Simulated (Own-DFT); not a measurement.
# Point defects and the pressure they add: 2H SiC

The numbers are computed, not measured, by runs of the plane-wave DFT program Own-DFT (in-house, retired, unreviewed) at fixed positions, with no spin and no spin-orbit coupling.

Common settings: PBE; PseudoDojo norm-conserving scalar-relativistic files; cutoff 42 hartree; 4 x 4 x 3 k mesh centred on Gamma; Fermi-Dirac smearing of 0.1 eV.

Known weak points (not all hold for every row): a neutral cation vacancy leaves holes that likely carry spin, which these runs leave out; some atoms lie very close together; not probed for a lower state with spin; forces on such cells moved up to 12 meV/angstrom on a denser k mesh; forces on such cells passed a denser k mesh, each cell not checked; stress not checked against mesh or cutoff.

All runs share one cell, with vectors in Å (9.248, 0.000, 0.000); (-4.624, 8.009, 0.000); (0.000, 0.000, 10.068) and a volume of 745.7 Å³. The atoms are randomly displaced, by u rms on each axis. The defect's site can differ from row to row.

```
                                     cell     formula   u (Å)  P (GPa)
                                no defect     C36Si36  0.0288     3.82
                                no defect     C36Si36  0.0300     3.94
                                no defect     C36Si36  0.0610     6.13
                   two N on a C site each   C34N2Si36  0.0298     3.18
                   two N on a C site each   C34N2Si36  0.0316     2.94
                   two N on a C site each   C34N2Si36  0.0488     4.29
                       one Si on a C site     C35Si37  0.0294    10.50
                       one Si on a C site     C35Si37  0.0299    10.47
                       one Si on a C site     C35Si37  0.0513        ?
                       one Si on a C site     C35Si37  0.0542    11.96
one Al on a Si site and one N on a C site  AlC35NSi35  0.0304     4.17
one Al on a Si site and one N on a C site  AlC35NSi35  0.0513     5.28
one Al on a Si site and one N on a C site  AlC35NSi35  0.0526     6.02
                           one Si vacancy     C36Si35  0.0469     4.96
                           one Si vacancy     C36Si35  0.0499     4.77
                           one Si vacancy     C36Si35  0.0542     4.72
```

## Analysis

P = P0 + c u² + a shift for each defect gives P0 = 3.24 GPa, c = 764 ± 75 GPa/Å² and a scatter of 0.26 GPa. The shifts, and each times the cell's volume:

- one Si on a C site: 6.54 ± 0.21 GPa, 30.4 eV
- one Al on a Si site and one N on a C site: 0.31 ± 0.21 GPa, 1.4 eV (not resolved)
- one Si vacancy: -0.37 ± 0.22 GPa, -1.7 eV (not resolved)
- two N on a C site each: -0.86 ± 0.22 GPa, -4.0 eV (-2.0 eV for each of its 2 sites)

Positive is outwards. The product with the volume (160.2 GPa Å³ to the eV) is nearly free of the cell's size; divided by the bulk modulus at the cell's pressure it gives the volume that the defect adds. The atoms around the defects weren't relaxed, which would change these numbers.

## Check

Asked: what pressure belongs in the blank (one Si on a C site, u = 0.0513 Å)?

Estimate: 11.80 ± 0.31 GPa. The run itself gave 11.73 GPa.
